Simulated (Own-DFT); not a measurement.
Simulation results for SiC (2H silicon carbide, strained, atoms displaced)

A calculation, not a measurement: plane-wave PBE density functional theory by an unreviewed code, no spin, of a simulated periodic cell, stress positive in tension, free energy of the whole cell less one offset for each atom, forces on such cells passed a denser k mesh, this cell's mesh not checked; offsets are fitted by least squares, one for each functional and potential file, so energies compare only between cells with the same atoms and settings and are not formation energies; the far tail of each file's local potential was reset to the Coulomb form; each entry is a single point on an unrelaxed cell, so the pressure reflects the starting lattice, mostly measured values (interpolated for alloys), from which strain is counted, and rises with the displacements; printed positions are rounded, which can move forces by about a meV/angstrom; the program, named Own-DFT, is a retired in-house code; no spin-orbit coupling. Program: Own-DFT development build.

Common to all runs: functional PBE; potential files PseudoDojo norm-conserving, scalar-relativistic, standard set; wave cutoff 42 hartree; occupations Fermi-Dirac; smearing width 0.1 eV; hardware one NVIDIA H100; k mesh 4 x 4 x 3 centred on Gamma.

(1) SiC (2H silicon carbide, strained, atoms displaced)

```
cell vectors (Å)
   9.0712     0.0569    -0.1092
  -4.4863     7.8303    -0.0216
  -0.1189    -0.0958    10.1153
atoms (fractions of the cell vectors)
Si  0.00555  0.00275  0.99465
Si  0.10244  0.21332  0.24291
C   0.99505  0.99933  0.17544
C   0.10374  0.21777  0.44084
Si  0.98283  0.98726  0.49304
Si  0.09711  0.21742  0.75108
C   0.00777  0.00732  0.68748
C   0.10777  0.21672  0.93149
Si  0.00035  0.32208  0.00147
Si  0.10897  0.55490  0.25023
C   0.98294  0.32777  0.18129
C   0.11494  0.55242  0.43479
Si  0.99605  0.33038  0.49429
Si  0.11657  0.54709  0.75935
C   0.99656  0.33284  0.68755
C   0.12216  0.55444  0.94376
Si  0.99336  0.65784  0.00328
Si  0.10442  0.88248  0.24687
C   0.00250  0.66944  0.18565
C   0.11653  0.88940  0.44183
Si  0.00353  0.67061  0.49650
Si  0.12144  0.89332  0.75728
C   0.99743  0.66054  0.69064
C   0.11387  0.88488  0.93205
Si  0.33465  0.00440  0.99925
Si  0.44575  0.21444  0.25378
C   0.34279  0.00232  0.18100
C   0.43406  0.21180  0.43303
Si  0.33764  0.99671  0.50266
Si  0.44876  0.22554  0.74619
C   0.33928  0.00014  0.68461
C   0.45410  0.22923  0.94334
Si  0.33164  0.32937  0.99925
Si  0.43416  0.56516  0.24529
C   0.33519  0.33233  0.17867
C   0.44215  0.55203  0.43098
Si  0.32746  0.32689  0.50621
Si  0.45726  0.55921  0.75566
C   0.32753  0.32847  0.69588
C   0.44474  0.55924  0.94881
Si  0.32748  0.67085  0.00077
Si  0.45423  0.89460  0.25267
C   0.33488  0.66416  0.19983
C   0.44890  0.89291  0.44136
Si  0.33520  0.66658  0.50021
Si  0.44539  0.89023  0.75192
C   0.32965  0.66732  0.68672
C   0.44278  0.89436  0.94462
Si  0.66408  0.99784  0.00082
Si  0.78432  0.22182  0.25410
C   0.66551  0.00525  0.18974
C   0.77525  0.21378  0.43490
Si  0.67356  0.01038  0.49174
Si  0.79156  0.23349  0.76058
C   0.66691  0.99513  0.68685
C   0.77691  0.21232  0.93560
Si  0.66494  0.33091  0.99311
Si  0.78320  0.56906  0.25368
C   0.66574  0.32952  0.18481
C   0.78014  0.55237  0.43679
Si  0.66911  0.33274  0.50891
Si  0.77301  0.55453  0.75376
C   0.66523  0.32891  0.67955
C   0.77894  0.55145  0.93912
Si  0.66751  0.67225  0.99751
Si  0.77959  0.88814  0.24937
C   0.66673  0.68238  0.19505
C   0.78149  0.88215  0.43870
Si  0.67162  0.68040  0.50282
Si  0.78444  0.90320  0.75363
C   0.66208  0.65648  0.68102
C   0.77153  0.88075  0.94087
```

- free energy of cell above offsets: -3.044 eV
- pressure: 13.94 GPa
- stress xx: -17.03 GPa
- stress yy: -17.78 GPa
- stress zz: -7 GPa
- stress yz: -2.23 GPa
- stress xz: -4.45 GPa
- stress xy: 1.46 GPa
- wall time: 342 s

Force:
```
element  x (eV/Å)  y (eV/Å)  z (eV/Å)
     Si     -0.49     -1.78    -0.342
     Si      1.07     2.337     1.074
      C     0.739    -0.996     1.694
      C     0.436    -0.929    -1.494
     Si     5.074     3.543     2.796
     Si     2.426     1.244    -0.833
      C    -0.666    -2.493    -0.439
      C     0.504     0.393     0.891
     Si    -1.077     1.403    -0.127
     Si     0.567    -0.492     0.125
      C     3.404     1.189     0.711
      C    -1.328     0.169     0.188
     Si     0.355     0.752     1.305
     Si    -1.395     1.903    -1.635
      C     0.303      0.29    -0.611
      C    -3.497    -2.253    -0.494
     Si     1.616     1.298    -0.989
     Si     1.614     2.733     0.594
      C    -0.595    -1.047     0.001
      C    -1.313    -0.123     -1.64
     Si     0.433    -1.475      1.66
     Si    -0.795    -1.135    -3.224
      C     0.401     0.691     0.238
      C     -0.65     0.048     2.553
     Si     0.008      0.38     0.427
     Si     -0.63     2.021    -1.559
      C    -1.819    -1.574     1.292
      C     1.046     1.278     2.046
     Si    -0.931     0.767    -0.324
     Si    -0.069    -0.903     0.992
      C     -0.91     0.366     1.141
      C    -2.189    -1.745    -2.845
     Si      0.24     1.015    -0.235
     Si     7.022    -4.533      2.14
      C     -1.16    -0.251     2.148
      C     0.288     0.248     1.572
     Si     0.267     0.781    -1.021
     Si      -2.7    -0.604    -0.316
      C    -0.291      0.89    -0.706
      C    -0.101    -0.414    -1.869
     Si     3.206     1.085     2.072
     Si    -1.491    -0.814     0.259
      C    -5.987     3.495    -3.825
      C     0.642    -0.838    -1.056
     Si     0.553    -0.234     0.039
     Si     0.838    -0.318     0.069
      C     1.391    -0.519     0.856
      C     0.713    -0.987     -1.68
     Si     0.241    -0.301     0.842
     Si    -3.224     0.278     -0.98
      C     1.682    -0.846    -0.348
      C    -0.361      3.21    -0.006
     Si     0.328    -3.605     2.918
     Si    -1.872     -2.42    -2.931
      C    -0.975     2.039    -0.457
      C    -0.291     1.544     0.902
     Si     2.001     0.375     2.964
     Si    -0.753    -2.667    -0.757
      C     0.153     1.355     0.691
      C    -0.706     0.736     0.643
     Si     -0.87    -0.107    -4.293
     Si      1.86     0.149    -1.418
      C     0.346     0.538     4.115
      C      -1.3     0.264    -0.525
     Si     0.583     -1.98     2.418
     Si    -0.701     2.602      0.22
      C     0.537    -3.769    -2.253
      C    -3.876     1.282    -2.399
     Si     0.025    -5.049    -0.889
     Si     1.362    -2.575    -0.457
      C     0.121     2.434     1.778
      C     0.616      2.65    -1.398
```

(2) SiC (2H silicon carbide, strained, atoms displaced)

```
cell vectors (Å)
   9.1360     0.1426    -0.1748
  -4.4445     7.9356     0.1984
  -0.1902     0.1395    10.2585
atoms (fractions of the cell vectors)
Si  0.99791  0.00313  0.00471
Si  0.10628  0.21506  0.24858
C   0.00292  0.00318  0.19163
C   0.11099  0.21799  0.44218
Si  0.99564  0.99530  0.49962
Si  0.11419  0.22099  0.74416
C   0.99960  0.00555  0.67446
C   0.10838  0.22427  0.94478
Si  0.99088  0.32742  0.99576
Si  0.11661  0.55891  0.25419
C   0.00325  0.33753  0.18852
C   0.11154  0.54910  0.44886
Si  0.98684  0.32135  0.49953
Si  0.11084  0.54685  0.74409
C   0.00992  0.33396  0.68919
C   0.10106  0.54107  0.91972
Si  0.01554  0.67163  0.00220
Si  0.10834  0.89208  0.24797
C   0.00741  0.67622  0.19250
C   0.10907  0.88494  0.44034
Si  0.99910  0.66686  0.50395
Si  0.11038  0.88841  0.74740
C   0.00865  0.67466  0.68530
C   0.11103  0.88482  0.93636
Si  0.33648  0.99274  0.00190
Si  0.44131  0.22181  0.25511
C   0.32654  0.99258  0.17852
C   0.44836  0.22676  0.44048
Si  0.32849  0.99489  0.49623
Si  0.44011  0.22227  0.75383
C   0.34695  0.01225  0.68987
C   0.44946  0.21272  0.94144
Si  0.32893  0.33572  0.00470
Si  0.44838  0.56142  0.24245
C   0.33935  0.33576  0.18304
C   0.44848  0.55112  0.43045
Si  0.33004  0.32334  0.50134
Si  0.44374  0.55197  0.74938
C   0.33850  0.33764  0.69204
C   0.45319  0.56427  0.95106
Si  0.33787  0.67078  0.99261
Si  0.43763  0.88668  0.25110
C   0.34082  0.66470  0.18024
C   0.43929  0.89803  0.43632
Si  0.34392  0.67628  0.51316
Si  0.45670  0.89002  0.73902
C   0.33220  0.67188  0.68690
C   0.43508  0.87168  0.93748
Si  0.67232  0.00911  0.00069
Si  0.78075  0.21153  0.24638
C   0.65349  0.98478  0.19323
C   0.76941  0.21810  0.43591
Si  0.65684  0.98808  0.48893
Si  0.78066  0.21963  0.74621
C   0.65630  0.98054  0.69281
C   0.77126  0.21798  0.93912
Si  0.66871  0.33661  0.00016
Si  0.79065  0.56886  0.24828
C   0.66229  0.33332  0.18921
C   0.78541  0.55064  0.43516
Si  0.64968  0.32163  0.50794
Si  0.77638  0.55506  0.74600
C   0.67040  0.33511  0.68944
C   0.77459  0.55990  0.93278
Si  0.66775  0.67238  0.99986
Si  0.78010  0.87363  0.24806
C   0.65944  0.66151  0.19266
C   0.77702  0.88587  0.43579
Si  0.65442  0.66255  0.49337
Si  0.77938  0.89756  0.74711
C   0.67044  0.66677  0.68389
C   0.77170  0.88214  0.93137
```

- free energy of cell above offsets: -3.251 eV
- pressure: 4.68 GPa
- stress xx: -10.94 GPa
- stress yy: -6.35 GPa
- stress zz: 3.24 GPa
- stress yz: 4.46 GPa
- stress xz: -6.25 GPa
- stress xy: 6.59 GPa
- wall time: 357.3 s

Force:
```
element  x (eV/Å)  y (eV/Å)  z (eV/Å)
     Si     0.822    -1.249    -1.275
     Si     1.091     2.414     1.015
      C    -1.881    -0.871    -1.308
      C    -0.574    -0.301    -1.265
     Si     0.273     0.108    -1.169
     Si     0.905    -0.644     1.604
      C     0.041    -0.398     3.049
      C     0.747    -0.806    -1.738
     Si     0.425     1.046     0.845
     Si     0.818    -0.493     0.725
      C    -0.659    -0.471    -0.673
      C     0.337     0.955     -1.18
     Si     1.117     1.194     0.149
     Si    -0.818     1.988    -0.399
      C     -2.57    -1.021    -1.331
      C     0.718     1.577     3.448
     Si    -1.877    -1.677     -1.15
     Si     2.485    -0.436     1.157
      C      0.12    -0.661    -1.475
      C    -0.232     0.646    -1.211
     Si      0.56    -1.059    -0.494
     Si     0.948     0.606      0.45
      C    -0.921    -1.348     0.296
      C     -0.36     1.624     0.045
     Si    -0.701     0.077    -1.736
     Si     1.475    -0.053    -1.391
      C    -0.606     1.221     2.678
      C    -1.863    -2.468    -0.988
     Si    -1.187     1.942     1.925
     Si     2.538    -0.104     1.171
      C    -1.307    -1.843    -1.327
      C    -1.908     1.189    -0.647
     Si     1.881     -0.43    -0.857
     Si     0.315    -2.666     1.721
      C    -1.819    -0.337       1.7
      C    -2.358     -0.21     0.715
     Si    -0.711     1.921    -0.031
     Si     0.872     1.813     1.144
      C     -1.28    -0.434    -1.126
      C    -0.809    -2.383    -2.876
     Si    -1.022    -3.593     1.405
     Si     0.471    -1.014    -0.657
      C    -3.499     1.153      0.57
      C     1.608    -2.395    -0.589
     Si    -0.874    -2.261    -3.535
     Si    -4.503    -1.385     3.708
      C     1.023    -0.816     1.086
      C     0.855     5.035    -1.734
     Si    -0.987    -3.841     0.458
     Si    -2.005     1.095     0.611
      C     1.839     1.698    -1.128
      C     0.271    -0.938     0.587
     Si     0.831      1.92     1.231
     Si     0.006    -0.486     0.813
      C     0.593     5.042    -3.609
      C     0.581     1.178    -1.172
     Si    -0.823     0.268     0.656
     Si    -0.253    -3.494     1.005
      C     1.337     0.255    -0.239
      C    -1.934       0.2     0.653
     Si     3.468     2.671    -1.212
     Si     1.544      0.58     0.746
      C    -0.859    -0.562    -0.013
      C     1.385    -0.214     0.969
     Si     1.267    -1.035     0.548
     Si    -2.018      1.91     0.888
      C     2.124     1.212    -2.064
      C      -0.2    -0.493      -0.6
     Si     3.635     0.001      1.04
     Si      3.52     -3.11     0.542
      C    -1.983     0.593    -0.373
      C     0.553     2.868     1.215
```

(3) SiC (2H silicon carbide, strained, atoms displaced)

```
cell vectors (Å)
   9.1682     0.1333     0.0984
  -4.4687     7.8998    -0.0159
   0.1071     0.0419    10.0251
atoms (fractions of the cell vectors)
Si  0.99763  0.00180  0.00208
Si  0.11943  0.22171  0.25162
C   0.99930  0.00652  0.18528
C   0.10389  0.21467  0.43444
Si  0.99296  0.99783  0.50027
Si  0.11025  0.22188  0.74201
C   0.99938  0.99537  0.68908
C   0.11901  0.23776  0.92837
Si  0.00513  0.34026  0.00322
Si  0.10219  0.55121  0.25583
C   0.99289  0.32926  0.18609
C   0.11839  0.56403  0.42661
Si  0.00432  0.32769  0.49310
Si  0.12071  0.55988  0.74900
C   0.00853  0.32444  0.68138
C   0.10962  0.55157  0.93535
Si  0.00287  0.66814  0.99613
Si  0.10564  0.87809  0.24467
C   0.98387  0.65578  0.18674
C   0.11067  0.88566  0.44577
Si  0.99730  0.66674  0.50502
Si  0.10135  0.88059  0.75134
C   0.00618  0.66795  0.68718
C   0.10108  0.87836  0.93963
Si  0.32970  0.00077  0.99728
Si  0.44864  0.22205  0.25729
C   0.33062  0.98158  0.18726
C   0.45548  0.22602  0.44559
Si  0.33190  0.00015  0.49870
Si  0.44937  0.23089  0.74684
C   0.33635  0.00300  0.68180
C   0.44377  0.22498  0.93386
Si  0.33743  0.34028  0.00153
Si  0.45236  0.54871  0.24980
C   0.33124  0.33201  0.18058
C   0.44473  0.55034  0.43836
Si  0.33987  0.34007  0.49914
Si  0.45307  0.55621  0.74843
C   0.34332  0.33768  0.68566
C   0.43674  0.55941  0.95168
Si  0.32247  0.65277  0.00338
Si  0.44991  0.89865  0.25494
C   0.33380  0.65979  0.18413
C   0.44738  0.89573  0.44275
Si  0.32832  0.66398  0.50708
Si  0.44314  0.87327  0.74897
C   0.33004  0.67164  0.68629
C   0.44343  0.88413  0.94570
Si  0.64686  0.98694  0.00061
Si  0.77347  0.21716  0.24289
C   0.66837  0.00603  0.18843
C   0.77953  0.23337  0.43981
Si  0.66452  0.99344  0.50430
Si  0.78121  0.22900  0.74879
C   0.66115  0.00380  0.68793
C   0.77760  0.21649  0.94542
Si  0.65511  0.32632  0.00172
Si  0.77651  0.55816  0.25385
C   0.65582  0.33320  0.18081
C   0.78154  0.56481  0.43804
Si  0.66865  0.33232  0.49511
Si  0.77813  0.55743  0.74659
C   0.67303  0.32976  0.69581
C   0.77103  0.54949  0.94090
Si  0.67648  0.66162  0.99197
Si  0.78532  0.88685  0.25452
C   0.67609  0.67022  0.19194
C   0.78209  0.89748  0.44078
Si  0.65706  0.66907  0.49580
Si  0.76869  0.87706  0.76155
C   0.66454  0.66584  0.69020
C   0.77027  0.89064  0.94428
```

* free energy of cell above offsets: -3.816 eV
* pressure: 10.17 GPa
* stress xx: -11.75 GPa
* stress yy: -8.28 GPa
* stress zz: -10.48 GPa
* stress yz: 0.66 GPa
* stress xz: 3.69 GPa
* stress xy: 7.04 GPa
* wall time: 343.1 s

Force:
```
element  x (eV/Å)  y (eV/Å)  z (eV/Å)
     Si    -0.621     1.022    -1.335
     Si    -2.028     0.305    -1.208
      C     1.551    -0.975     0.822
      C     2.778     0.571     0.206
     Si     1.731    -0.299     0.962
     Si     2.646    -1.096     1.729
      C    -1.496    -0.043     0.162
      C     0.698    -2.006     1.467
     Si    -1.029    -2.137    -0.692
     Si     1.388     0.241      -3.9
      C     1.304     0.674      1.18
      C    -0.277     -1.22     4.872
     Si     -2.53     1.852     0.511
     Si    -1.382    -2.315     0.186
      C    -3.276     2.738    -0.591
      C    -0.255     1.094    -0.269
     Si    -1.142    -2.383     1.311
     Si     -0.08     0.701     1.221
      C     2.142     1.179    -0.543
      C    -0.556     0.681    -2.098
     Si     0.709    -0.125    -1.394
     Si     1.996     2.113    -0.498
      C    -0.935    -1.382     0.676
      C     0.366     2.453    -0.514
     Si     0.324    -0.573     0.101
     Si      -1.1    -1.113    -1.332
      C    -2.859     2.914    -0.317
      C    -1.948    -0.563    -1.658
     Si    -0.329     0.197     0.923
     Si     1.215    -2.497     0.287
      C    -0.461    -0.715     2.357
      C    -0.385    -0.604     0.413
     Si    -0.746    -1.299    -1.649
     Si    -1.967     1.368    -1.015
      C     1.333    -0.537     2.764
      C    -1.078     1.498    -0.381
     Si    -0.223    -2.278     0.591
     Si    -2.459    -0.754     1.711
      C    -1.792     0.357    -0.456
      C     4.686    -0.736    -3.696
     Si    -1.577     3.078     0.941
     Si     1.916    -3.236    -0.184
      C    -0.587     0.384     2.418
      C     0.944    -1.662    -0.646
     Si     0.022     1.004    -3.121
     Si    -1.686     4.822     1.287
      C     2.254     -2.47     0.251
      C    -2.425    -1.647    -2.452
     Si     2.232     2.713     1.267
     Si    -0.455     1.777     1.141
      C     0.387    -2.374     0.226
      C     2.623    -2.475    -1.518
     Si    -1.563     2.617    -0.238
     Si     2.364    -2.127     1.759
      C     1.781    -1.234     0.914
      C    -0.533     0.555    -1.255
     Si     1.487     0.121    -1.304
     Si     0.063    -1.652    -0.524
      C     1.314     0.265      2.43
      C    -0.362    -1.051     0.932
     Si    -0.417     2.071     2.347
     Si     1.139    -1.223     0.881
      C     -2.41     2.424    -2.446
      C      3.11    -0.598    -2.191
     Si    -4.494     2.008     3.139
     Si    -2.019     1.094    -1.043
      C    -1.311    -0.194    -0.969
      C     -0.08    -1.922     -0.63
     Si     2.078     0.355     0.876
     Si    -0.106     3.145    -1.758
      C     0.453     0.304    -1.119
      C     1.948    -1.182     -0.32
```
